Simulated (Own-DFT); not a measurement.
## Calculated data, Si3Ge (diamond-structure random alloy, atoms displaced)

Computed with Own-DFT development build. A calculation, not a measurement: plane-wave PBE density functional theory by an unreviewed code, no spin, of a simulated periodic cell, stress positive in tension, free energy of the whole cell less one offset for each atom, forces on such cells passed a denser k mesh, this cell's mesh not checked; offsets are fitted by least squares, one for each functional and potential file, so energies compare only between cells with the same atoms and settings and are not formation energies; the far tail of each file's local potential was reset to the Coulomb form; each entry is a single point on an unrelaxed cell, so the pressure reflects the starting lattice, mostly measured values, from which strain is counted, and rises with the displacements; printed positions are rounded, which can move forces by about a meV/angstrom; the program is a retired in-house code; no spin-orbit coupling.

```json
{"formula": "Si3Ge", "kind": "diamond-structure random alloy, atoms displaced", "structure": {"cell_angstrom": [[0.0, 5.4878, 5.4878], [5.4878, 0.0, 5.4878], [5.4878, 5.4878, 0.0]], "atoms_fractional": [["Si", 0.9998, 0.00153, 0.99195], ["Si", 0.50373, 0.00118, 0.99478], ["Ge", 0.9917, 0.50097, 0.99494], ["Ge", 0.00239, 0.99286, 0.49965], ["Si", 0.12922, 0.12849, 0.12275], ["Si", 0.63005, 0.1209, 0.13013], ["Si", 0.12566, 0.61626, 0.13177], ["Si", 0.12179, 0.13066, 0.63285], ["Ge", 0.50061, 0.50234, 0.49702], ["Si", 0.99748, 0.50823, 0.49729], ["Si", 0.50067, 0.99887, 0.50241], ["Si", 0.49, 0.50399, 0.99974], ["Si", 0.62918, 0.62513, 0.61999], ["Ge", 0.11778, 0.6288, 0.63002], ["Si", 0.62841, 0.12475, 0.62311], ["Si", 0.61951, 0.62113, 0.12733]]}, "settings": {"functional": "PBE", "potential_files": "PseudoDojo norm-conserving, scalar-relativistic, standard set", "wave_cutoff [hartree]": 42.0, "occupations": "Fermi-Dirac", "smearing_width [eV]": 0.1, "k_mesh": "5 x 5 x 5 centred on Gamma"}, "results": {"free_energy_of_cell_above_offsets [eV]": "-1.227", "pressure [GPa]": 2.47, "stress_xx [GPa]": -2.43, "stress_yy [GPa]": -2.44, "stress_zz [GPa]": -2.55, "stress_yz [GPa]": 0.87, "stress_xz [GPa]": 1.34, "stress_xy [GPa]": 0.01, "force_element": ["Si", "Si", "Ge", "Ge", "Si", "Si", "Si", "Si", "Ge", "Si", "Si", "Si", "Si", "Ge", "Si", "Si"], "force_x [eV/angstrom]": [0.602, 0.219, 0.962, 1.164, -0.96, 0.027, 0.232, -0.868, -0.07, -0.337, 0.224, -0.704, 0.703, -1.311, 0.008, 0.108], "force_y [eV/angstrom]": [1.366, 0.408, 1.21, -0.485, -0.232, -0.8, -1.108, -0.63, 0.322, 0.338, -0.048, 0.663, 0.13, 0.011, -0.139, -1.006], "force_z [eV/angstrom]": [-0.284, -0.135, -0.374, 1.334, -0.511, -0.036, 0.343, 0.442, -0.216, -0.565, -0.069, 0.244, -0.119, 0.057, -0.438, 0.328]}}
```
